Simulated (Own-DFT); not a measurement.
## Calculated data, Hf31SiO64 (monoclinic hafnia with substituted atoms, atoms displaced), Hf32O63 (monoclinic hafnia with one neutral oxygen vacancy, atoms displaced)

Computed with Own-DFT development build. A calculation, not a measurement: plane-wave PBE and HSE06 DFT by an unreviewed code, no spin, of a simulated cell at Gamma alone, so results move with cell size and shape, stress positive in tension, energies less offsets, not probed for a lower state with spin; hafnium file: forces about 75 meV/angstrom off all-electron values; oxygen file: force components 24 meV/angstrom off all-electron in a glass; k mesh not checked against a denser one; forces and stress are PBE's, HSE06 gives the energy alone, and its difference from PBE has offsets of its own; offsets are fitted by least squares, one for each functional and potential file, so energies compare only between cells with the same atoms and settings and are not formation energies; the far tail of each file's local potential was reset to the Coulomb form; each entry is a single point on an unrelaxed cell, so the pressure reflects the starting lattice, mostly measured values, from which strain is counted, and rises with the displacements; printed positions are rounded, which can move forces by about a meV/angstrom; the program is a retired in-house code; no spin-orbit coupling.

Common to all runs: first functional PBE; second functional HSE06; exact exchange share 0.25; screening 0.11 1/bohr; exchange divergence Gygi-Baldereschi; potential files PseudoDojo norm-conserving, scalar-relativistic, made for PBE, standard set; wave cutoff 48 hartree; occupations fixed; k mesh 1 x 1 x 1 centred on Gamma.

(1) Hf31SiO64 (monoclinic hafnia with substituted atoms, atoms displaced)

```
CELL_PARAMETERS angstrom
10.23400 0.00000 0.00000
0.00000 10.35000 0.00000
-1.69550 0.00000 10.44530
ATOMIC_POSITIONS crystal
Hf 0.14414 0.01717 0.09511
Hf 0.35027 0.28173 0.14810
Hf 0.36031 0.49171 0.39586
Hf 0.13323 0.23176 0.33520
O 0.04058 0.15755 0.16685
O 0.46061 0.42164 0.07169
O 0.45355 0.33576 0.32322
O 0.04365 0.07839 0.41879
O 0.22845 0.38089 0.25477
O 0.27935 0.12799 0.01017
O 0.26178 0.11796 0.24853
O 0.22792 0.36855 0.48813
Hf 0.14024 0.02367 0.60012
Hf 0.35523 0.26005 0.63743
Hf 0.36457 0.48408 0.90399
Hf 0.13983 0.23660 0.85599
O 0.03807 0.16780 0.68806
O 0.47545 0.43226 0.56959
O 0.45494 0.34739 0.82557
O 0.01930 0.08984 0.92301
O 0.21826 0.37682 0.73706
O 0.28792 0.12755 0.50628
O 0.26296 0.11464 0.75517
O 0.22695 0.37284 0.98918
Hf 0.14260 0.50543 0.10037
Hf 0.35339 0.77750 0.15408
Hf 0.35759 0.97037 0.40039
Hf 0.14681 0.74212 0.35153
O 0.03155 0.66643 0.17772
O 0.47180 0.91175 0.06514
O 0.46537 0.82110 0.33240
O 0.04205 0.58754 0.41991
O 0.21501 0.86934 0.23341
O 0.26756 0.62772 0.99876
O 0.27295 0.62489 0.25923
O 0.22853 0.89408 0.48269
Hf 0.12932 0.52047 0.58883
Hf 0.36158 0.76807 0.63877
Hf 0.36282 0.98940 0.87899
Hf 0.14475 0.74545 0.84436
O 0.06149 0.64984 0.66249
O 0.45991 0.89330 0.57096
O 0.47623 0.85040 0.82355
O 0.02526 0.57653 0.92473
O 0.22225 0.86831 0.73841
O 0.26099 0.62529 0.51430
O 0.27006 0.61607 0.75352
O 0.22051 0.86932 0.98749
Hf 0.65109 0.02655 0.10479
Hf 0.87278 0.27432 0.15529
Hf 0.86763 0.46383 0.39779
Hf 0.64428 0.22531 0.36647
O 0.55764 0.16912 0.17965
O 0.96038 0.42871 0.07273
O 0.95647 0.33576 0.32865
O 0.53998 0.07567 0.42868
O 0.72743 0.38842 0.24217
O 0.76826 0.11934 0.01410
O 0.77011 0.12012 0.26116
O 0.71790 0.36069 0.48893
Si 0.63642 0.01604 0.60653
Hf 0.86381 0.27692 0.63775
Hf 0.85879 0.48595 0.89287
Hf 0.64388 0.22065 0.83914
O 0.53659 0.16269 0.66515
O 0.95800 0.41430 0.57896
O 0.95087 0.33743 0.82737
O 0.53944 0.08795 0.92275
O 0.73616 0.37376 0.74634
O 0.78187 0.13809 0.51634
O 0.76733 0.11798 0.74949
O 0.71687 0.38287 0.97526
Hf 0.64224 0.52928 0.10432
Hf 0.86263 0.77159 0.14143
Hf 0.85948 0.98186 0.40029
Hf 0.62912 0.72731 0.34325
O 0.52688 0.66414 0.17722
O 0.96407 0.90347 0.07722
O 0.96235 0.82486 0.31964
O 0.54521 0.58571 0.43183
O 0.72207 0.87964 0.23799
O 0.78314 0.63247 0.01792
O 0.77627 0.61814 0.25685
O 0.73534 0.87323 0.48757
Hf 0.64590 0.53951 0.61136
Hf 0.86294 0.77805 0.63490
Hf 0.86210 0.98425 0.90132
Hf 0.63464 0.73757 0.84958
O 0.53107 0.66156 0.67363
O 0.98063 0.92712 0.57392
O 0.96980 0.83901 0.83855
O 0.53533 0.58559 0.91865
O 0.72927 0.88661 0.73779
O 0.76858 0.62500 0.51465
O 0.78213 0.62904 0.76392
O 0.72899 0.87849 0.97639
```

| Property | Result |
| --- | --- |
| PBE energy of cell above offsets | -75.313 eV |
| HSE06 less PBE above offsets | 0.844 eV |
| PBE pressure | 8.38 GPa |
| PBE stress xx | -9.57 GPa |
| PBE stress yy | -7.62 GPa |
| PBE stress zz | -7.96 GPa |
| PBE stress yz | -0.53 GPa |
| PBE stress xz | 1.49 GPa |
| PBE stress xy | -0.93 GPa |

Force:
```csv
element,x (eV/Å),y (eV/Å),z (eV/Å)
Hf,-1.225,-0.8,-1.015
Hf,4.725,-1.829,0.041
Hf,1.976,-1.871,2.278
Hf,1.389,-1.475,3.836
O,-2.532,2.251,0.089
O,0.096,-0.78,2.267
O,1.072,-0.385,0.298
O,-0.285,1.32,-0.444
O,-1.462,0.263,-2.531
O,-0.321,0.403,-0.685
O,1.548,-0.456,1.118
O,0.097,-0.934,-0.596
Hf,-0.119,1.902,0.599
Hf,0.966,4.858,1.344
Hf,-0.025,0.941,-3.596
Hf,-1.845,0.449,-1.384
O,-0.316,-0.553,-2.116
O,-1.851,-2.168,0.605
O,1.843,-3.052,-1.548
O,2.75,1.151,1.122
O,-0.393,-1.246,0.026
O,-0.504,-0.516,-0.51
O,1.503,0.847,-0.396
O,-1.193,-0.557,1.329
Hf,-2.55,5.148,-1.157
Hf,2.976,-1.566,-4.153
Hf,3.592,3.415,-2.271
Hf,-4.358,-3.295,-0.505
O,1.733,-1.021,-0.316
O,-1.412,-0.325,1.04
O,-2.661,2.234,-0.116
O,-2.112,-1.094,-1.523
O,0.625,2.306,0.519
O,-0.18,1.02,1.88
O,0.553,-0.108,-0.077
O,-2.423,-3.407,1.215
Hf,3.516,-5.237,1.584
Hf,-2.051,-3.824,2.88
Hf,1.821,-1.264,4.118
Hf,-1.649,-5.18,1.933
O,-7.239,7.626,2.643
O,4.051,3.967,-0.529
O,-0.963,-0.456,-1.503
O,2.735,1.692,-0.223
O,1.403,2.383,-1.923
O,3.478,2.849,-1.793
O,2.146,0.749,1.216
O,0.732,1.33,0.306
Hf,-4.147,-1.976,0.442
Hf,-3.007,0.367,-3.925
Hf,-3.65,6.477,0.181
Hf,-2.251,0.194,-2.639
O,-3.093,1.047,-0.414
O,-0.15,-2.812,2.616
O,3.965,-3.697,-1.137
O,0.442,-1.204,2.072
O,0.237,-1.485,-0.247
O,3.312,3.053,-0.981
O,2.8,0.342,1.707
O,1.054,2.044,0.36
Si,-0.601,1.602,-0.235
Hf,-1.423,-1.471,3.957
Hf,-0.771,-0.469,0.188
Hf,-1.486,3.261,2.328
O,0.412,-2.226,-0.892
O,1.158,1.293,-1.528
O,3.134,-1.834,0.376
O,-1.228,0.095,-1.036
O,-1.634,1.139,-2.591
O,-0.387,-3.131,-1.086
O,0.342,-1.299,-0.282
O,-0.207,-1.431,1.873
Hf,0.32,-1.359,-0.741
Hf,-0.225,-1.584,1.167
Hf,1.411,-0.179,-2.289
Hf,3.137,-1.168,0.799
O,-0.23,-0.252,-0.662
O,2.197,2.98,-0.648
O,-0.152,1.985,2.44
O,-1.344,0.624,-1.684
O,0.213,0.126,0.218
O,-1.368,-0.087,-1.266
O,-0.604,0.268,0.935
O,-1.28,0.126,1.398
Hf,-1.244,-4.724,0.043
Hf,0.799,-1.106,1.726
Hf,-0.113,-0.818,-1.36
Hf,0.345,-1.022,1.567
O,-0.777,2.027,0.84
O,-2.825,-2.748,0.531
O,-0.028,-0.817,-2.48
O,0.947,1.542,0.433
O,-0.785,0.535,-3.018
O,2.863,2.12,-0.438
O,-0.351,1.305,-0.959
O,-1.387,-1.35,0.956
```

(2) Hf32O63 (monoclinic hafnia with one neutral oxygen vacancy, atoms displaced)

```
CELL_PARAMETERS angstrom
10.23400 0.00000 0.00000
0.00000 10.35000 0.00000
-1.69550 0.00000 10.44530
ATOMIC_POSITIONS crystal
Hf 0.13726 0.02422 0.10510
Hf 0.36306 0.26657 0.14247
Hf 0.35919 0.47879 0.39071
Hf 0.13416 0.23164 0.34803
O 0.03492 0.16377 0.17650
O 0.46773 0.41491 0.07687
O 0.45970 0.33518 0.32589
O 0.04152 0.08215 0.42349
O 0.22631 0.37863 0.24437
O 0.27929 0.11757 0.25575
O 0.22334 0.37007 0.48629
Hf 0.13881 0.02339 0.60375
Hf 0.36068 0.27226 0.64143
Hf 0.36147 0.47912 0.89611
Hf 0.13540 0.22454 0.85404
O 0.03264 0.16649 0.67411
O 0.45944 0.41456 0.58099
O 0.46020 0.32784 0.82893
O 0.03804 0.08618 0.92404
O 0.22079 0.37860 0.74062
O 0.27772 0.13133 0.50831
O 0.27461 0.11950 0.75809
O 0.22401 0.37387 0.98915
Hf 0.13587 0.51735 0.10373
Hf 0.36585 0.77090 0.14412
Hf 0.36300 0.98575 0.39722
Hf 0.13940 0.73242 0.35727
O 0.03773 0.66659 0.17415
O 0.46630 0.91424 0.07845
O 0.45839 0.83595 0.32123
O 0.03519 0.58165 0.42103
O 0.23108 0.87784 0.24242
O 0.27891 0.62425 0.00886
O 0.27709 0.61917 0.26323
O 0.22683 0.87360 0.48959
Hf 0.13922 0.52153 0.60391
Hf 0.35684 0.76411 0.64541
Hf 0.36348 0.98471 0.89556
Hf 0.13529 0.72940 0.85489
O 0.03605 0.66656 0.67295
O 0.46183 0.91438 0.57435
O 0.46517 0.83312 0.82528
O 0.03472 0.58613 0.92436
O 0.23161 0.88164 0.73770
O 0.27646 0.62834 0.51208
O 0.27512 0.62322 0.76146
O 0.22404 0.86760 0.98660
Hf 0.64233 0.02466 0.10891
Hf 0.85969 0.26948 0.14513
Hf 0.85435 0.47466 0.39332
Hf 0.63576 0.22968 0.35311
O 0.53729 0.16276 0.17448
O 0.96614 0.41893 0.08137
O 0.96434 0.33529 0.32385
O 0.54089 0.08835 0.42010
O 0.72253 0.38348 0.23797
O 0.77767 0.12650 0.00760
O 0.77266 0.11982 0.26018
O 0.72228 0.37201 0.49089
Hf 0.63795 0.02396 0.60679
Hf 0.85851 0.27185 0.64628
Hf 0.85880 0.48240 0.89663
Hf 0.63776 0.23292 0.85333
O 0.53469 0.16855 0.67090
O 0.96491 0.41999 0.57791
O 0.96663 0.33814 0.82722
O 0.53726 0.08257 0.92446
O 0.72731 0.37627 0.74112
O 0.78004 0.13294 0.50921
O 0.77607 0.12221 0.76147
O 0.72029 0.37001 0.99225
Hf 0.63687 0.51768 0.10465
Hf 0.86066 0.76801 0.14651
Hf 0.85685 0.98091 0.39502
Hf 0.63801 0.73462 0.35448
O 0.53895 0.66234 0.17450
O 0.96074 0.91547 0.07285
O 0.96530 0.83460 0.32437
O 0.53070 0.58382 0.41819
O 0.72575 0.87638 0.24328
O 0.77336 0.62957 0.00508
O 0.77953 0.61605 0.26043
O 0.72411 0.86930 0.48533
Hf 0.64293 0.52124 0.60607
Hf 0.85803 0.77125 0.64542
Hf 0.85949 0.97473 0.89781
Hf 0.63477 0.72841 0.85250
O 0.53070 0.66624 0.67086
O 0.96158 0.91569 0.57667
O 0.96474 0.83529 0.82633
O 0.53688 0.58472 0.91782
O 0.72731 0.88083 0.73995
O 0.77560 0.63322 0.51005
O 0.77185 0.61561 0.75737
O 0.72265 0.87187 0.98869
```

| Item | Value |
| --- | --- |
| PBE energy of cell above offsets | -94.371 eV |
| HSE06 less PBE above offsets | -0.034 eV |
| PBE pressure | 3.58 GPa |
| PBE stress xx | -2.93 GPa |
| PBE stress yy | -3.84 GPa |
| PBE stress zz | -3.97 GPa |
| PBE stress yz | -0.15 GPa |
| PBE stress xz | 0.19 GPa |
| PBE stress xy | 0.11 GPa |

Force:
```csv
element,x (eV/Å),y (eV/Å),z (eV/Å)
Hf,0.53,-1.461,-0.104
Hf,-0.539,0.891,0.219
Hf,-0.105,0.558,1.119
Hf,0.756,-0.09,1.45
O,-0.679,0.287,-0.751
O,-0.35,-0.431,0.012
O,1.303,-1.156,-0.281
O,-0.971,-0.074,-0.405
O,-0.31,-0.434,-1.405
O,-0.179,0.875,-0.508
O,-0.368,0.094,0.199
Hf,-0.187,-0.637,-0.058
Hf,-0.809,0.113,0.639
Hf,-0.152,0.132,-0.501
Hf,0.395,1.553,-0.414
O,-0.064,-0.177,-0.19
O,1.465,1.07,-0.329
O,0.411,0.118,0.163
O,-0.608,-0.734,0.414
O,0.42,0.177,-0.348
O,0.075,-0.132,-0.059
O,-0.006,0.326,0.695
O,0.128,-1.298,0.326
Hf,0.834,1.086,0.558
Hf,-0.808,-0.321,0.016
Hf,-0.206,-1.514,-0.075
Hf,-0.071,-0.568,-0.592
O,-0.353,0.196,-0.34
O,0.574,0.813,-0.3
O,1.616,-0.195,0.936
O,-0.213,0.076,-0.013
O,-0.994,0.416,-0.689
O,-0.218,0.238,0.333
O,-0.189,0.264,-0.487
O,-0.484,-0.093,-0.086
Hf,-0.54,-0.364,-0.249
Hf,0.545,1.446,0.031
Hf,0.089,-1.582,-0.26
Hf,0.672,0.055,-0.221
O,-0.496,0.342,-0.034
O,1.246,0.743,0.241
O,0.031,0.332,0.492
O,-0.615,-0.341,-0.037
O,-0.943,-0.05,0.102
O,-0.223,-0.129,-0.272
O,0.077,-0.341,0.036
O,0.141,0.862,0.401
Hf,-0.49,-1.709,-1.452
Hf,0.489,0.58,-0.243
Hf,1.871,1.388,0.759
Hf,-0.144,0.861,0.281
O,-0.742,0.77,-0.199
O,-1.03,-0.843,-0.315
O,-0.494,-0.259,0.018
O,-0.686,-0.9,0.58
O,0.041,-1.388,0.343
O,-0.082,0.611,0.774
O,0.528,0.529,-0.1
O,-0.315,-0.062,-0.166
Hf,-0.507,-0.553,-0.284
Hf,1.551,0.207,0.294
Hf,0.997,-0.476,0.11
Hf,-0.484,-0.671,0.03
O,0.344,-0.289,-0.009
O,-0.754,-0.671,-0.147
O,-0.321,-0.055,0.282
O,0.072,0.443,0.045
O,-0.745,0.422,0.007
O,-0.375,-0.412,-0.034
O,-0.131,-0.053,-0.181
O,0.562,-0.102,-0.274
Hf,0.056,1.129,-0.387
Hf,0.852,-0.132,0.039
Hf,1.733,-0.707,0.681
Hf,-1.077,-1.438,-0.321
O,-0.306,0.519,-0.226
O,0.484,-0.01,0.582
O,-0.294,0.449,0.275
O,0.901,0.141,0.68
O,-0.2,0.498,-0.611
O,0.263,-0.121,0.617
O,-0.251,0.743,-0.12
O,-0.316,0.961,0.762
Hf,-1.841,0.238,-0.943
Hf,1.324,0.169,-0.12
Hf,0.401,0.512,-0.417
Hf,-0.336,0.605,-0.131
O,1.017,-0.569,-0.084
O,0.235,0.241,-0.065
O,0.023,-0.198,-0.041
O,-0.671,-0.898,0.461
O,-0.482,-0.132,-0.361
O,-0.339,-0.645,-0.049
O,0.299,0.525,0.064
O,-0.257,-0.195,0.228
```
